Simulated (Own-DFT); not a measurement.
Si$_{4}$SnGe$_{11}$ (diamond-structure random alloy, atoms displaced) (calculated)

All values are calculated (Own-DFT development build). A calculation, not a measurement: plane-wave density functional theory by an unreviewed code, no spin, of a simulated periodic cell, stress positive in tension, run twice, with PBE and with PBEsol, both on files made for PBE, so the change isn't that of files made for PBEsol, forces on such cells moved up to 12 meV/angstrom on a denser k mesh; the far tail of each file's local potential was reset to the Coulomb form; each entry is a single point on an unrelaxed cell, so the pressure reflects the starting lattice, mostly measured values (interpolated for alloys), from which strain is counted, and rises with the displacements; printed positions are rounded, which can move forces by about a meV/angstrom; the program, named Own-DFT, is a retired in-house code; no spin-orbit coupling; stress was not checked against mesh or cutoff.

Common to all runs: functional PBE, then PBEsol; potential files PseudoDojo norm-conserving, scalar-relativistic, standard set; wave cutoff 49 hartree; occupations Fermi-Dirac; smearing width 0.1 eV; k mesh 3 x 3 x 3 centred on Gamma.

(1) Si$_{4}$SnGe$_{11}$ (diamond-structure random alloy, atoms displaced)

```
CELL_PARAMETERS angstrom
11.30640 0.00000 0.00000
0.00000 11.30640 0.00000
0.00000 0.00000 11.30640
ATOMIC_POSITIONS crystal
Ge 0.00522 0.00727 0.99985
Ge 0.00200 0.24981 0.24785
Ge 0.24742 0.99943 0.25468
Si 0.24812 0.24692 0.99795
Ge 0.12423 0.12357 0.13111
Sn 0.12391 0.37542 0.37254
Si 0.37448 0.12444 0.37311
Si 0.37629 0.37733 0.12925
Ge 0.00218 0.99633 0.49942
Si 0.99654 0.24887 0.74772
Ge 0.24893 0.00014 0.75636
Si 0.25206 0.25270 0.50118
Ge 0.12712 0.12701 0.62220
Ge 0.12220 0.37634 0.87418
Ge 0.36777 0.12359 0.87985
Ge 0.37568 0.37440 0.62491
Si 0.99991 0.49945 0.99990
Ge 0.99858 0.75255 0.25131
Sn 0.24810 0.50182 0.25096
Si 0.24981 0.75046 0.00337
Ge 0.12270 0.62815 0.12332
Ge 0.12641 0.87319 0.37744
Si 0.37232 0.62579 0.37746
Ge 0.37438 0.87661 0.12136
Ge 0.00017 0.50264 0.50401
Ge 0.00183 0.75067 0.74405
Si 0.25157 0.49579 0.74660
Ge 0.24858 0.75214 0.50164
Ge 0.12491 0.62126 0.62581
Ge 0.12087 0.87488 0.87632
Ge 0.37673 0.62519 0.87495
Si 0.37420 0.87312 0.62236
Ge 0.50188 0.00340 0.99953
Ge 0.49521 0.24315 0.25024
Ge 0.75062 0.00120 0.24936
Ge 0.75384 0.25041 0.00263
Si 0.63025 0.12776 0.12954
Ge 0.62374 0.37427 0.37251
Sn 0.87802 0.12692 0.37749
Ge 0.87635 0.37386 0.12265
Ge 0.50099 0.99698 0.49992
Ge 0.50183 0.25255 0.74903
Ge 0.75002 0.00094 0.75060
Ge 0.74880 0.25081 0.49948
Ge 0.62409 0.12879 0.62770
Ge 0.62378 0.37344 0.87026
Ge 0.87801 0.12704 0.87320
Ge 0.87851 0.37579 0.62531
Si 0.49621 0.50126 0.99836
Ge 0.49889 0.74368 0.24815
Si 0.75328 0.49445 0.24639
Ge 0.75474 0.75440 0.99681
Ge 0.62639 0.62534 0.12236
Sn 0.62299 0.87237 0.37767
Ge 0.87686 0.62549 0.37111
Ge 0.87570 0.87519 0.12518
Ge 0.49945 0.49854 0.50980
Ge 0.50216 0.75356 0.74668
Ge 0.74973 0.50010 0.74813
Si 0.75518 0.75289 0.49986
Si 0.62938 0.62696 0.62763
Si 0.62781 0.87323 0.87484
Ge 0.87681 0.62341 0.87645
Ge 0.87359 0.87309 0.62388
```

- PBE pressure: 3.89 GPa
- PBE stress xx: -3.92 GPa
- PBE stress yy: -3.92 GPa
- PBE stress zz: -3.83 GPa
- PBE stress yz: -0.08 GPa
- PBE stress xz: 0.07 GPa
- PBE stress xy: -0.09 GPa
- PBEsol pressure: 1.22 GPa
- PBEsol stress xx: -1.25 GPa
- PBEsol stress yy: -1.25 GPa
- PBEsol stress zz: -1.16 GPa
- PBEsol stress yz: -0.07 GPa
- PBEsol stress xz: 0.07 GPa
- PBEsol stress xy: -0.08 GPa
- rms change of force components from PBE to PBEsol: 0.042 eV/Å

Force:
```tsv
force element	PBE force x (eV/Å)	PBE force y (eV/Å)	PBE force z (eV/Å)	PBEsol force x (eV/Å)	PBEsol force y (eV/Å)	PBEsol force z (eV/Å)
Ge	-0.622	-0.699	0.149	-0.604	-0.683	0.146
Ge	-0.531	0.011	-1.583	-0.515	0.003	-1.535
Ge	0.656	0.006	-0.16	0.593	-0.026	-0.187
Si	0.001	0.908	1.053	-0.027	0.855	1
Ge	0.777	0.493	-0.757	0.714	0.445	-0.706
Sn	-1.179	-1.582	2.411	-1.196	-1.501	2.307
Si	-0.409	-0.087	1.048	-0.365	-0.118	0.99
Si	0.673	-1.223	-1.953	0.655	-1.208	-1.843
Ge	0.761	-0.572	1.094	0.744	-0.555	1.057
Si	0.638	0.235	-0.022	0.624	0.229	-0.023
Ge	0.081	-0.533	-1.094	0.051	-0.485	-1.025
Si	0.908	-1.223	0.115	0.858	-1.169	0.15
Ge	0.022	0.062	0.462	0.013	-0.003	0.452
Ge	0.192	-0.389	-0.159	0.183	-0.381	-0.158
Ge	0.913	0.569	-0.348	0.91	0.498	-0.372
Ge	-0.566	-0.348	0.267	-0.47	-0.329	0.256
Si	0.051	0.233	0.039	0.05	0.228	0.039
Ge	0.306	-0.04	-0.258	0.297	-0.044	-0.248
Sn	2	1.765	-1.599	1.855	1.722	-1.554
Si	-0.184	0.058	-0.719	-0.179	0.059	-0.7
Ge	-0.765	0.656	-1.131	-0.746	0.638	-1.028
Ge	-0.213	-0.003	-0.157	-0.212	0.002	-0.149
Si	1.226	0.682	1.052	1.2	0.672	1.033
Ge	-0.042	-0.258	0.384	-0.011	-0.217	0.402
Ge	-0.891	0.487	0.028	-0.863	0.473	0.028
Ge	-0.256	-0.266	0.745	-0.253	-0.253	0.721
Si	-0.117	0.417	0.588	-0.111	0.408	0.574
Ge	0.586	-0.6	0.038	0.497	-0.579	0.023
Ge	0.729	0.171	0.275	0.661	0.199	0.226
Ge	0.593	-0.441	0.256	0.55	-0.383	0.219
Ge	-0.631	0.006	-0.105	-0.586	0.037	-0.135
Si	-0.115	0.635	0.557	-0.113	0.62	0.547
Ge	0.753	-0.063	0.123	0.659	-0.062	0.121
Ge	0.383	0.54	-0.4	0.41	0.557	-0.357
Ge	-0.241	-0.086	-1.32	-0.196	-0.118	-1.249
Ge	-0.808	-0.236	-0.449	-0.741	-0.2	-0.465
Si	-0.441	-0.268	-0.515	-0.429	-0.259	-0.501
Ge	-0.104	0.279	0.041	-0.126	0.225	0.082
Sn	-0.18	-0.317	-0.322	-0.176	-0.312	-0.317
Ge	0.406	0.545	0.136	0.393	0.453	0.127
Ge	-1.749	1.659	1.249	-1.634	1.605	1.201
Ge	-0.927	-0.654	0.454	-0.881	-0.625	0.43
Ge	-0.182	-0.271	0.22	-0.143	-0.229	0.182
Ge	-0.779	1.113	1.022	-0.758	1.081	0.991
Ge	0.033	-0.484	-0.383	0.039	-0.464	-0.37
Ge	0.081	0.63	1.103	0.109	0.582	1.028
Ge	-0.108	0.02	0.005	-0.139	-0.013	0.045
Ge	-0.47	-0.23	0.16	-0.491	-0.181	0.121
Si	0.447	-0.648	0.359	0.474	-0.59	0.311
Ge	-1.126	-0.493	-0.346	-1.055	-0.443	-0.367
Si	-0.403	0.583	0.193	-0.391	0.569	0.189
Ge	-0.486	-0.34	0.081	-0.431	-0.362	0.116
Ge	0.234	-0.709	-0.244	0.224	-0.624	-0.232
Sn	0.598	-0.483	-0.798	0.541	-0.418	-0.815
Ge	-0.751	-0.334	0.49	-0.657	-0.315	0.477
Ge	0.202	0.702	-0.286	0.194	0.676	-0.272
Ge	0.476	1.086	-1.142	0.448	0.984	-1.103
Ge	0.149	-0.113	0.07	0.117	-0.144	0.099
Ge	0.073	0.167	0.107	0.104	0.122	0.136
Si	0.223	-1.734	0.792	0.26	-1.664	0.743
Si	0.123	0.293	-0.552	0.085	0.248	-0.501
Si	-0.335	0.514	-0.077	-0.328	0.501	-0.077
Ge	0.247	-0.054	-0.295	0.202	-0.019	-0.316
Ge	0.072	0.255	0.008	0.116	0.284	0.04
```

(2) Si$_{4}$SnGe$_{11}$ (diamond-structure random alloy, atoms displaced)

```
CELL_PARAMETERS angstrom
11.30640 0.00000 0.00000
0.00000 11.30640 0.00000
0.00000 0.00000 11.30640
ATOMIC_POSITIONS crystal
Ge 0.00220 0.99690 0.00082
Ge 0.99725 0.24844 0.24920
Si 0.25202 0.99893 0.24579
Ge 0.24822 0.24756 0.99788
Sn 0.12320 0.12652 0.12264
Sn 0.12573 0.37879 0.37374
Ge 0.37856 0.11964 0.37866
Ge 0.37899 0.37712 0.12225
Si 0.00403 0.99820 0.49923
Ge 0.99972 0.24867 0.74797
Ge 0.24950 0.99675 0.74558
Ge 0.24806 0.25256 0.50225
Si 0.12346 0.12163 0.62485
Ge 0.12821 0.37245 0.88085
Si 0.37768 0.12507 0.87749
Ge 0.37469 0.37313 0.61959
Si 0.99819 0.49934 0.00357
Ge 0.00469 0.74960 0.25059
Ge 0.24927 0.49829 0.24881
Ge 0.25080 0.74417 0.00125
Si 0.12190 0.62078 0.12090
Si 0.12639 0.88093 0.37657
Ge 0.37333 0.62670 0.37594
Ge 0.37679 0.86919 0.12553
Ge 0.99847 0.50034 0.49986
Ge 0.00149 0.75065 0.74935
Si 0.25366 0.49727 0.75125
Ge 0.24903 0.75035 0.50501
Ge 0.12346 0.62408 0.62526
Ge 0.13009 0.88055 0.88217
Ge 0.37498 0.62272 0.87171
Ge 0.37314 0.87734 0.62620
Si 0.50372 0.99828 0.99633
Si 0.50494 0.25555 0.24721
Ge 0.74928 0.00162 0.24826
Ge 0.74648 0.24508 0.00282
Ge 0.62557 0.12400 0.12694
Si 0.62531 0.37848 0.37777
Si 0.87106 0.12585 0.37577
Si 0.87816 0.37557 0.12477
Si 0.50114 0.00409 0.49833
Ge 0.49983 0.24820 0.74740
Ge 0.74936 0.99698 0.75281
Ge 0.74522 0.24709 0.50013
Ge 0.62261 0.12435 0.62695
Ge 0.62504 0.37399 0.87318
Si 0.87366 0.12410 0.87046
Ge 0.87308 0.37534 0.62330
Ge 0.50130 0.50532 0.00634
Ge 0.50111 0.74874 0.25116
Si 0.75264 0.50261 0.25103
Ge 0.74694 0.74837 0.00039
Sn 0.62392 0.62483 0.12401
Ge 0.62261 0.87745 0.37170
Ge 0.87323 0.61979 0.37594
Ge 0.87528 0.87625 0.12340
Ge 0.49877 0.50072 0.49946
Ge 0.49720 0.75429 0.74775
Ge 0.75271 0.49890 0.74588
Ge 0.75165 0.74789 0.50538
Sn 0.62565 0.62611 0.62535
Ge 0.62473 0.87160 0.87304
Ge 0.87693 0.62620 0.86990
Ge 0.87313 0.87342 0.62681
```

- PBE pressure: 4.02 GPa
- PBE stress xx: -4.09 GPa
- PBE stress yy: -4.01 GPa
- PBE stress zz: -3.96 GPa
- PBE stress yz: -0.03 GPa
- PBE stress xz: 0.22 GPa
- PBE stress xy: -0.24 GPa
- PBEsol pressure: 1.35 GPa
- PBEsol stress xx: -1.42 GPa
- PBEsol stress yy: -1.34 GPa
- PBEsol stress zz: -1.3 GPa
- PBEsol stress yz: -0.03 GPa
- PBEsol stress xz: 0.21 GPa
- PBEsol stress xy: -0.23 GPa
- rms change of force components from PBE to PBEsol: 0.046 eV/Å

Force:
```tsv
force element	PBE force x (eV/Å)	PBE force y (eV/Å)	PBE force z (eV/Å)	PBEsol force x (eV/Å)	PBEsol force y (eV/Å)	PBEsol force z (eV/Å)
Ge	-1.792	-0.115	-1.439	-1.702	-0.145	-1.369
Ge	-2.022	0.36	0.531	-1.897	0.351	0.508
Si	0.665	-0.888	1.331	0.691	-0.842	1.268
Ge	2.13	0.812	-0.74	2.015	0.83	-0.696
Sn	0.38	-0.582	0.846	0.33	-0.525	0.779
Sn	-0.609	-0.83	0.124	-0.586	-0.805	0.123
Ge	-0.336	0.907	-1.006	-0.359	0.916	-0.957
Ge	-0.361	-0.623	0.321	-0.38	-0.56	0.281
Si	-0.676	0.506	-0.065	-0.713	0.465	-0.027
Ge	0.08	-0.229	0.188	0.077	-0.162	0.183
Ge	-0.004	1.226	0.866	0.004	1.119	0.845
Ge	0.533	-1.925	0.605	0.558	-1.827	0.566
Si	-0.009	0.139	-0.262	0.032	0.179	-0.214
Ge	-0.582	0.909	-0.83	-0.553	0.814	-0.796
Si	-0.055	-0.461	-0.393	-0.094	-0.411	-0.421
Ge	-0.026	0.348	0.924	0.005	0.31	0.856
Si	-0.009	-0.015	-0.328	-0.01	-0.02	-0.409
Ge	-0.029	-0.024	0.123	-0.089	-0.026	0.118
Ge	1.169	1.683	-1.622	1.165	1.604	-1.541
Ge	-0.307	-0.073	0.018	-0.258	-0.031	-0.014
Si	0.179	0.083	0.351	0.222	0.127	0.388
Si	0.383	-0.283	-0.331	0.383	-0.355	-0.332
Ge	-0.17	-0.043	-0.129	-0.155	-0.048	-0.119
Ge	-0.007	0.844	-0.271	-0.001	0.75	-0.263
Ge	-0.784	0.742	1.039	-0.768	0.727	1.004
Ge	0.498	0.502	0.425	0.464	0.476	0.406
Si	-0.49	-0.131	-0.318	-0.478	-0.132	-0.312
Ge	-0.3	0.36	-0.72	-0.26	0.314	-0.665
Ge	0.38	-0.433	0.537	0.338	-0.384	0.488
Ge	-0.114	-1.028	-0.792	-0.112	-0.996	-0.766
Ge	0.022	0.026	0.069	0.058	0.07	0.11
Ge	0.683	0.207	-0.882	0.625	0.161	-0.813
Si	-0.534	0.195	0.319	-0.474	0.146	0.35
Si	-0.175	-0.28	0.775	-0.202	-0.311	0.718
Ge	0.479	-0.02	0.469	0.424	-0.046	0.413
Ge	1.047	0.591	-0.552	0.95	0.564	-0.529
Ge	-0.92	-0.052	-0.144	-0.818	-0.054	-0.145
Si	0.142	-0.17	-0.872	0.136	-0.157	-0.772
Si	0.575	-0.437	0.199	0.53	-0.396	0.163
Si	-0.703	0.131	0.129	-0.693	0.049	0.136
Si	0.149	-0.793	0.491	0.144	-0.771	0.48
Ge	-0.512	0.155	0.592	-0.455	0.181	0.535
Ge	0.137	0.502	-0.19	0.096	0.442	-0.217
Ge	0.229	0.328	-0.371	0.219	0.32	-0.289
Ge	0.127	-0.6	-0.24	0.154	-0.541	-0.198
Ge	-0.017	0.192	0.327	-0.016	0.182	0.313
Si	0.203	-0.073	0.666	0.196	-0.073	0.651
Ge	0.263	-0.479	-0.186	0.253	-0.453	-0.175
Ge	-1.454	-1.944	-2.646	-1.424	-1.889	-2.568
Ge	-1.041	0.921	1.114	-1.017	0.899	1.076
Si	0.535	-1.806	0.562	0.531	-1.701	0.559
Ge	1.635	1.121	-1.301	1.581	1.095	-1.274
Sn	1.134	0.096	1.429	1.05	0.14	1.345
Ge	0.283	-0.037	0.866	0.3	-0.067	0.797
Ge	0.153	0.826	-0.223	0.187	0.833	-0.169
Ge	-0.045	-0.456	0.214	-0.043	-0.438	0.204
Ge	-0.609	-0.927	-1.124	-0.629	-0.869	-1.057
Ge	-0.782	0.338	0.971	-0.753	0.328	0.948
Ge	0.593	-0.901	1.492	0.579	-0.871	1.442
Ge	0.871	1.445	-2.153	0.853	1.394	-2.079
Sn	-0.719	-0.285	0.383	-0.697	-0.275	0.368
Ge	-0.235	0.372	0.433	-0.194	0.328	0.381
Ge	0.032	-0.455	0.801	0.001	-0.409	0.738
Ge	0.738	0.534	-0.402	0.677	0.477	-0.354
```

(3) Si$_{4}$SnGe$_{11}$ (diamond-structure random alloy, atoms displaced)

```
CELL_PARAMETERS angstrom
11.30640 0.00000 0.00000
0.00000 11.30640 0.00000
0.00000 0.00000 11.30640
ATOMIC_POSITIONS crystal
Ge 0.00019 0.00042 0.99655
Ge 0.99934 0.25251 0.24818
Ge 0.25195 0.99988 0.24975
Ge 0.25287 0.25233 0.00176
Ge 0.12410 0.12286 0.12244
Ge 0.12910 0.37493 0.37015
Ge 0.37477 0.13163 0.37250
Ge 0.37557 0.37726 0.12394
Si 0.99816 0.00029 0.50237
Si 0.99527 0.25134 0.74878
Ge 0.25023 0.99619 0.74483
Ge 0.25334 0.25331 0.49857
Ge 0.12467 0.12398 0.62770
Ge 0.12392 0.37682 0.87295
Ge 0.37493 0.12280 0.87443
Si 0.37573 0.37698 0.62000
Ge 0.00171 0.50523 0.99907
Si 0.99882 0.75359 0.24836
Ge 0.25593 0.49764 0.24866
Ge 0.24997 0.74390 0.00039
Sn 0.12241 0.62308 0.12509
Si 0.13035 0.87880 0.37549
Sn 0.37388 0.62455 0.37694
Ge 0.37205 0.87626 0.12414
Ge 0.00076 0.49858 0.49920
Ge 0.00076 0.74537 0.75437
Ge 0.24950 0.49913 0.74864
Ge 0.25038 0.74828 0.50199
Ge 0.12062 0.62288 0.62954
Ge 0.12437 0.87688 0.87984
Ge 0.37001 0.62114 0.87379
Si 0.37479 0.87379 0.62353
Si 0.50310 0.00515 0.99939
Ge 0.49759 0.25075 0.25215
Ge 0.74747 0.00030 0.25036
Ge 0.75158 0.24569 0.00001
Si 0.62650 0.12439 0.11978
Ge 0.61859 0.37326 0.37743
Ge 0.87435 0.12902 0.37157
Ge 0.87402 0.37545 0.12741
Si 0.50183 0.00586 0.50134
Ge 0.49564 0.24786 0.75154
Si 0.74330 0.99865 0.75163
Ge 0.75143 0.24795 0.50092
Ge 0.62565 0.12964 0.62345
Si 0.62624 0.37457 0.87531
Ge 0.87609 0.12208 0.87616
Si 0.87491 0.37505 0.63029
Si 0.49677 0.49499 0.00108
Si 0.50283 0.74828 0.25279
Si 0.75298 0.50135 0.25064
Ge 0.75104 0.74816 0.00161
Ge 0.62315 0.62477 0.12562
Ge 0.62447 0.87397 0.37154
Ge 0.87638 0.62431 0.37061
Ge 0.87632 0.87429 0.12221
Sn 0.50041 0.49782 0.50137
Si 0.50532 0.75292 0.74837
Sn 0.75224 0.49913 0.75184
Ge 0.74794 0.75223 0.50699
Ge 0.62213 0.62336 0.62182
Ge 0.62810 0.87543 0.87351
Ge 0.87472 0.62459 0.87666
Ge 0.87611 0.87598 0.62373
```

- PBE pressure: 4.1 GPa
- PBE stress xx: -4.1 GPa
- PBE stress yy: -4.11 GPa
- PBE stress zz: -4.1 GPa
- PBE stress yz: -0.36 GPa
- PBE stress xz: 0.14 GPa
- PBE stress xy: -0.4 GPa
- PBEsol pressure: 1.43 GPa
- PBEsol stress xx: -1.43 GPa
- PBEsol stress yy: -1.44 GPa
- PBEsol stress zz: -1.43 GPa
- PBEsol stress yz: -0.34 GPa
- PBEsol stress xz: 0.14 GPa
- PBEsol stress xy: -0.38 GPa
- rms change of force components from PBE to PBEsol: 0.046 eV/Å

Force:
```tsv
force element	PBE force x (eV/Å)	PBE force y (eV/Å)	PBE force z (eV/Å)	PBEsol force x (eV/Å)	PBEsol force y (eV/Å)	PBEsol force z (eV/Å)
Ge	-0.074	-0.072	0.528	-0.07	-0.073	0.511
Ge	0.386	-0.273	-0.047	0.369	-0.26	-0.047
Ge	-0.369	0.197	0.249	-0.324	0.223	0.199
Ge	-0.454	-0.293	-0.407	-0.439	-0.281	-0.39
Ge	0.129	0.321	0.252	0.126	0.31	0.244
Ge	-0.251	-0.026	0.432	-0.238	-0.024	0.417
Ge	0.173	-1.129	0.662	0.143	-1.049	0.604
Ge	0.44	-0.371	0.018	0.382	-0.392	0.066
Si	0.529	0.074	-0.83	0.487	0.103	-0.775
Si	0.38	-0.132	0.144	0.422	-0.175	0.191
Ge	0.17	-0.165	0.525	0.121	-0.115	0.547
Ge	-0.479	-0.103	0.46	-0.49	-0.129	0.393
Ge	-0.499	0.473	-0.43	-0.423	0.45	-0.409
Ge	-0.306	-0.571	-0.01	-0.266	-0.506	0.019
Ge	-0.12	-0.296	0.241	-0.139	-0.247	0.193
Si	-1.22	-1.425	1.983	-1.201	-1.402	1.946
Ge	-1.546	-1.993	-1.142	-1.496	-1.931	-1.113
Si	-0.138	1.01	1.328	-0.173	0.959	1.268
Ge	-0.743	-1.186	-0.291	-0.724	-1.167	-0.282
Ge	0.876	1.59	-0.902	0.843	1.542	-0.876
Sn	0.304	0.519	1.372	0.337	0.46	1.274
Si	-1.105	-0.309	0.288	-1.01	-0.304	0.275
Sn	-0.599	1.534	-1.594	-0.629	1.444	-1.511
Ge	1.284	-0.327	-0.189	1.18	-0.313	-0.176
Ge	-0.244	-0.363	0.071	-0.203	-0.315	0.041
Ge	-0.193	0.94	-0.053	-0.186	0.899	-0.048
Ge	0.182	-0.522	-0.545	0.135	-0.466	-0.485
Ge	-1.451	1.524	1.06	-1.406	1.412	1.027
Ge	0.401	0.118	-0.529	0.39	0.108	-0.506
Ge	0.51	-0.583	-0.709	0.485	-0.567	-0.687
Ge	1.473	0.388	-0.141	1.355	0.374	-0.138
Si	0.913	0.153	-0.097	0.821	0.146	-0.099
Si	-0.153	-0.564	0.116	-0.2	-0.596	0.067
Ge	0.759	-0.243	-1.253	0.692	-0.2	-1.167
Ge	0.13	0.234	-0.662	0.158	0.195	-0.61
Ge	-0.427	0.572	0.005	-0.34	0.554	0.002
Si	-0.455	0.012	0.641	-0.395	0.057	0.673
Ge	2.479	-0.866	-1.567	2.367	-0.871	-1.494
Ge	0.357	-0.745	0.535	0.309	-0.69	0.492
Ge	-0.199	0.434	-0.453	-0.152	0.383	-0.468
Si	-0.523	-0.68	-0.292	-0.476	-0.625	-0.317
Ge	0.304	0.971	-0.264	0.294	0.879	-0.257
Si	0.926	0.433	-0.555	0.906	0.421	-0.538
Ge	0.304	0.853	0.021	0.251	0.793	-0.009
Ge	-0.187	-0.826	0.538	-0.179	-0.736	0.517
Si	-1.421	-1.04	1.213	-1.358	-1.06	1.154
Ge	-0.429	0.167	-1.07	-0.415	0.158	-0.966
Si	1.201	-1.305	-1.686	1.137	-1.232	-1.702
Si	0.711	0.41	-0.618	0.651	0.435	-0.566
Si	0.23	1.105	-1.3	0.232	1.086	-1.276
Si	-0.755	-0.371	0.019	-0.735	-0.362	0.02
Ge	-0.204	0.116	-0.131	-0.187	0.116	-0.129
Ge	-0.132	-0.509	0.152	-0.092	-0.462	0.117
Ge	-0.411	0.224	0.818	-0.33	0.226	0.798
Ge	-0.219	0.553	0.399	-0.206	0.53	0.448
Ge	-0.049	0.205	0.512	-0.081	0.226	0.455
Sn	0.625	-0.884	1.064	0.664	-0.818	0.986
Si	-0.957	-0.25	-0.036	-0.895	-0.281	-0.001
Sn	-0.74	0.072	-0.154	-0.717	0.163	-0.148
Ge	0.242	-0.274	-1.12	0.232	-0.269	-1.082
Ge	0.544	2.131	1.232	0.564	2.046	1.161
Ge	-0.619	0.039	0.405	-0.569	0.003	0.427
Ge	0.782	0.985	0.964	0.772	0.959	0.938
Ge	-0.07	0.339	0.825	-0.088	0.26	0.802
```
